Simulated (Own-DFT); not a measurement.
# Computed records: GaP (zincblende, atoms displaced)

A calculation, not a measurement: plane-wave PBE density functional theory by an unreviewed code, no spin, of a simulated periodic cell, stress positive in tension, free energy of the whole cell less one offset for each atom, forces on such cells passed a denser k mesh, this cell's mesh not checked; offsets are fitted by least squares, one for each functional and potential file, so energies compare only between cells with the same atoms and settings and are not formation energies; the far tail of each file's local potential was reset to the Coulomb form; each entry is a single point on an unrelaxed cell, so the pressure reflects the starting lattice, mostly measured values (interpolated for alloys), from which strain is counted, and rises with the displacements; printed positions are rounded, which can move forces by about a meV/angstrom; the program, named Own-DFT, is a retired in-house code; no spin-orbit coupling. Program: Own-DFT development build.

```yaml
- formula: GaP
  kind: "zincblende, atoms displaced"
  structure:
    cell_angstrom: [[16.3515, 0.0, 0.0], [0.0, 10.901, 0.0], [0.0, 0.0, 10.901]]
    atoms_fractional:
      - [Ga, 7.0e-05, 0.99956, 0.00283]
      - [Ga, 0.0008, 0.24663, 0.25006]
      - [Ga, 0.1671, 0.99853, 0.24951]
      - [Ga, 0.16699, 0.24926, 0.00092]
      - [P, 0.08321, 0.12697, 0.1237]
      - [P, 0.08512, 0.3728, 0.37845]
      - [P, 0.2499, 0.12276, 0.37365]
      - [P, 0.24977, 0.37665, 0.12239]
      - [Ga, 0.99944, 0.00306, 0.50117]
      - [Ga, 0.00018, 0.25037, 0.74912]
      - [Ga, 0.16789, 0.99727, 0.7521]
      - [Ga, 0.16794, 0.25081, 0.49858]
      - [P, 0.08388, 0.12508, 0.62618]
      - [P, 0.08304, 0.37501, 0.87469]
      - [P, 0.25089, 0.12403, 0.87504]
      - [P, 0.24874, 0.37164, 0.62518]
      - [Ga, 0.99927, 0.49786, 0.99883]
      - [Ga, 0.00149, 0.74953, 0.25113]
      - [Ga, 0.16498, 0.49918, 0.25117]
      - [Ga, 0.17001, 0.74736, 0.99933]
      - [P, 0.08509, 0.62482, 0.12573]
      - [P, 0.08356, 0.87534, 0.37542]
      - [P, 0.25039, 0.62466, 0.37447]
      - [P, 0.24907, 0.87448, 0.12536]
      - [Ga, 0.00167, 0.49781, 0.49795]
      - [Ga, 0.00245, 0.74867, 0.74936]
      - [Ga, 0.16567, 0.50018, 0.74693]
      - [Ga, 0.16566, 0.74771, 0.49942]
      - [P, 0.08304, 0.62222, 0.62614]
      - [P, 0.08347, 0.87008, 0.87538]
      - [P, 0.2507, 0.62328, 0.87513]
      - [P, 0.24959, 0.87457, 0.62396]
      - [Ga, 0.33284, 0.00016, 0.00233]
      - [Ga, 0.33417, 0.25208, 0.25114]
      - [Ga, 0.49912, 0.00131, 0.24845]
      - [Ga, 0.49916, 0.24967, 0.00036]
      - [P, 0.41872, 0.12613, 0.12522]
      - [P, 0.41591, 0.37414, 0.37625]
      - [P, 0.58539, 0.11999, 0.3722]
      - [P, 0.58491, 0.37636, 0.12964]
      - [Ga, 0.33403, 0.99722, 0.50209]
      - [Ga, 0.33292, 0.25044, 0.74854]
      - [Ga, 0.50209, 0.0002, 0.74781]
      - [Ga, 0.49986, 0.25, 0.49989]
      - [P, 0.41473, 0.1277, 0.62436]
      - [P, 0.41665, 0.37569, 0.87671]
      - [P, 0.58404, 0.12672, 0.87431]
      - [P, 0.58343, 0.37418, 0.62494]
      - [Ga, 0.33426, 0.49934, 0.00193]
      - [Ga, 0.33466, 0.75022, 0.24878]
      - [Ga, 0.49962, 0.50216, 0.25178]
      - [Ga, 0.50006, 0.74868, 0.00194]
      - [P, 0.41712, 0.62603, 0.12454]
      - [P, 0.41563, 0.87366, 0.37439]
      - [P, 0.58283, 0.62653, 0.37607]
      - [P, 0.58368, 0.87619, 0.12361]
      - [Ga, 0.33417, 0.49928, 0.49967]
      - [Ga, 0.33436, 0.74967, 0.74877]
      - [Ga, 0.50094, 0.4995, 0.75036]
      - [Ga, 0.50064, 0.74853, 0.49963]
      - [P, 0.41618, 0.62428, 0.62259]
      - [P, 0.4176, 0.87699, 0.87716]
      - [P, 0.58377, 0.62324, 0.87193]
      - [P, 0.58378, 0.87507, 0.62332]
      - [Ga, 0.66965, 0.00058, 0.99886]
      - [Ga, 0.66454, 0.24925, 0.25302]
      - [Ga, 0.83447, 0.00333, 0.25086]
      - [Ga, 0.83246, 0.25001, 0.99716]
      - [P, 0.7495, 0.12407, 0.12417]
      - [P, 0.74879, 0.3741, 0.37484]
      - [P, 0.91556, 0.1265, 0.37319]
      - [P, 0.91521, 0.37444, 0.12547]
      - [Ga, 0.66828, 0.99957, 0.50362]
      - [Ga, 0.66411, 0.25014, 0.74948]
      - [Ga, 0.83439, 0.99968, 0.7478]
      - [Ga, 0.8343, 0.25059, 0.49761]
      - [P, 0.75, 0.1269, 0.62099]
      - [P, 0.75011, 0.37697, 0.87475]
      - [P, 0.91745, 0.12504, 0.87564]
      - [P, 0.91751, 0.37476, 0.62525]
      - [Ga, 0.66622, 0.49951, 0.0011]
      - [Ga, 0.66637, 0.74569, 0.25425]
      - [Ga, 0.83477, 0.50108, 0.25012]
      - [Ga, 0.83472, 0.75011, 0.00412]
      - [P, 0.74825, 0.62447, 0.12343]
      - [P, 0.7518, 0.87497, 0.37606]
      - [P, 0.91814, 0.62457, 0.37462]
      - [P, 0.91694, 0.87486, 0.12887]
      - [Ga, 0.6649, 0.49918, 0.49961]
      - [Ga, 0.66728, 0.75209, 0.75059]
      - [Ga, 0.83111, 0.49917, 0.74955]
      - [Ga, 0.83402, 0.74742, 0.50066]
      - [P, 0.75066, 0.62207, 0.6233]
      - [P, 0.75148, 0.87541, 0.87444]
      - [P, 0.91834, 0.62407, 0.87307]
      - [P, 0.91688, 0.87199, 0.62575]
  settings:
    functional: PBE
    potential_files: "PseudoDojo norm-conserving, scalar-relativistic, standard set"
    "wave_cutoff [hartree]": 42.0
    occupations: Fermi-Dirac
    "smearing_width [eV]": 0.1
    k_mesh: "2 x 3 x 3 centred on Gamma"
  results:
    "free_energy_of_cell_above_offsets [eV]": "-53.747"
    "pressure [GPa]": 2.69
    "stress_xx [GPa]": -2.68
    "stress_yy [GPa]": -2.69
    "stress_zz [GPa]": -2.69
    "stress_yz [GPa]": -0.07
    "stress_xz [GPa]": 0.02
    "stress_xy [GPa]": -0.13
    force_element: [Ga, Ga, Ga, Ga, P, P, P, P, Ga, Ga, Ga, Ga, P, P, P, P, Ga, Ga, Ga, Ga, P, P, P, P, Ga, Ga, Ga, Ga, P, P, P, P, Ga, Ga, Ga, Ga, P, P, P, P, Ga, Ga, Ga, Ga, P, P, P, P, Ga, Ga, Ga, Ga, P, P, P, P, Ga, Ga, Ga, Ga, P, P, P, P, Ga, Ga, Ga, Ga, P, P, P, P, Ga, Ga, Ga, Ga, P, P, P, P, Ga, Ga, Ga, Ga, P, P, P, P, Ga, Ga, Ga, Ga, P, P, P, P]
    "force_x [eV/angstrom]": [0.01, -0.096, -0.236, 0.046, 0.216, -0.324, 0.243, -0.003, -0.024, 0.04, -0.239, -0.015, 0.176, 0.183, -0.084, 0.29, 0.116, 0.046, 0.316, -0.363, -0.338, -0.118, 0.014, 0.288, -0.266, -0.34, 0.244, 0.116, 0.014, 0.167, 0.199, -0.013, 0.148, -0.275, 0.154, 0.424, -0.56, 0.319, -0.476, -0.493, -0.162, -0.003, -0.374, 0.235, 0.457, 0.005, -0.087, -0.245, -0.069, -0.333, -0.061, 0.27, -0.043, 0.379, -0.056, 0.186, -0.41, -0.047, -0.292, -0.243, 0.269, -0.023, 0.001, -0.033, -0.403, 0.468, -0.345, 0.031, 0.117, 0.205, 0.365, 0.301, -0.013, 0.615, -0.096, -0.109, 0.17, -0.342, -0.042, -0.21, -0.063, 0.18, -0.406, -0.015, 0.347, -0.134, 0.01, 0.095, 0.228, 0.126, 0.513, 0.019, -0.371, 0.123, -0.397, 0.209]
    "force_y [eV/angstrom]": [-0.186, 0.54, 0.167, 0.14, -0.418, -0.017, 0.134, -0.205, -0.281, -0.082, 0.075, -0.592, -0.025, -0.095, 0.093, 0.532, 0.165, -0.005, -0.019, 0.047, -0.072, 0.11, -0.076, -0.027, 0.076, -0.016, -0.233, 0.074, 0.237, 0.457, -0.107, -0.242, 0.048, -0.235, -0.394, 0.277, 0.029, 0.216, 0.247, -0.113, 0.24, 0.063, 0.166, -0.299, -0.407, -0.092, -0.258, 0.089, 0.16, -0.058, -0.184, 0.175, -0.211, 0.174, -0.373, -0.233, -0.08, 0.153, -0.033, 0.271, -0.046, -0.189, 0.278, -0.132, -0.126, -0.104, -0.349, -0.053, 0.389, 0.227, -0.093, -0.166, -0.138, 0.054, 0.178, 0.248, 0.039, -0.344, -0.117, 0.059, -0.034, 0.708, -0.071, -0.109, 0.062, -0.092, -0.059, 0.076, -0.025, -0.258, 0.079, 0.092, 0.327, -0.096, 0.106, 0.188]
    "force_z [eV/angstrom]": [-0.301, 0.002, -0.021, -0.362, 0.2, -0.592, 0.118, 0.511, -0.035, 0.137, -0.063, 0.175, -0.04, -0.009, 0.086, -0.071, 0.246, -0.09, -0.034, 0.046, -0.232, 0.125, -0.047, -0.031, 0.223, 0.021, 0.45, 0.061, -0.447, 0.284, -0.314, 0.123, -0.044, -0.287, 0.089, 0.052, 0.051, -0.115, 0.638, -0.424, -0.252, 0.385, 0.164, -0.219, 0.036, -0.267, 0.203, -0.116, -0.203, 0.065, -0.039, -0.377, 0.139, 0.077, 0.107, 0.234, 0.083, 0.221, -0.17, 0.025, 0.317, -0.282, 0.413, 0.128, -0.065, -0.285, -0.158, 0.223, 0.209, -0.047, 0.286, -0.027, -0.499, -0.006, 0.048, 0.16, 0.609, -0.045, -0.144, -0.129, -0.184, -0.474, -0.03, -0.416, 0.34, -0.034, 0.085, -0.093, -0.009, -0.153, 0.005, -0.099, 0.092, 0.059, 0.174, -0.144]
```
